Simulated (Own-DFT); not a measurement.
# Point defects and the pressure they add: wurtzite GaN

Calculated, not measured: single-point runs of Own-DFT, a retired in-house plane-wave DFT program that no person has reviewed, on unrelaxed cells, without spin or spin-orbit coupling.

Settings: PBE; PseudoDojo norm-conserving scalar-relativistic files; cutoff 42 hartree; 4 x 4 x 3 k mesh centred on Gamma; Fermi-Dirac smearing of 0.1 eV.

Limits (not all hold for every row): not probed for a lower state with spin; forces not confirmed at this smearing and k mesh; stress not checked against mesh or cutoff.

All runs share one cell, with vectors in Å (9.567, 0.000, 0.000); (-4.784, 8.285, 0.000); (0.000, 0.000, 10.370) and a volume of 822.0 Å³. Atoms were moved at random from their sites; u is the rms move along one axis. The defect's site can differ from row to row.

| cell | formula | u (Å) | P (GPa) |
|---|---|---|---|
| no defect | Ga36N36 | 0.0206 | 5.97 |
| no defect | Ga36N36 | 0.0213 | 5.98 |
| no defect | Ga36N36 | 0.0461 | 7.59 |
| one Ga on an N site | Ga37N35 | 0.0316 | 12.08 |
| one Ga on an N site | Ga37N35 | 0.0317 | 12.16 |
| one Ga on an N site | Ga37N35 | 0.0467 | ? |
| one Ga on an N site | Ga37N35 | 0.0499 | 12.93 |
| one N on a Ga site | Ga35N37 | 0.0283 | 5.25 |
| one N on a Ga site | Ga35N37 | 0.0467 | 6.37 |
| one N on a Ga site | Ga35N37 | 0.0499 | 6.86 |

## What the rows give

P = P0 + c u² + a shift for each defect gives P0 = 5.69 GPa, c = 820 ± 86 GPa/Å² and a scatter of 0.19 GPa. The shifts, and each times the cell's volume:

- one Ga on an N site: 5.47 ± 0.16 GPa, 28.1 eV
- one N on a Ga site: -1.03 ± 0.17 GPa, -5.3 eV

A positive shift means that the defect pushes the cell outwards. Shift times volume (160.2 GPa Å³ is 1 eV) depends little on the cell's size, so, taken for each site, it can be compared between cells at like pressure. The atoms around the defects weren't relaxed, which would change these numbers.

## Check

Q: what pressure belongs in the blank (one Ga on an N site, u = 0.0467 Å)?

From the fit: 12.95 ± 0.23 GPa. DFT gave 12.95 GPa.
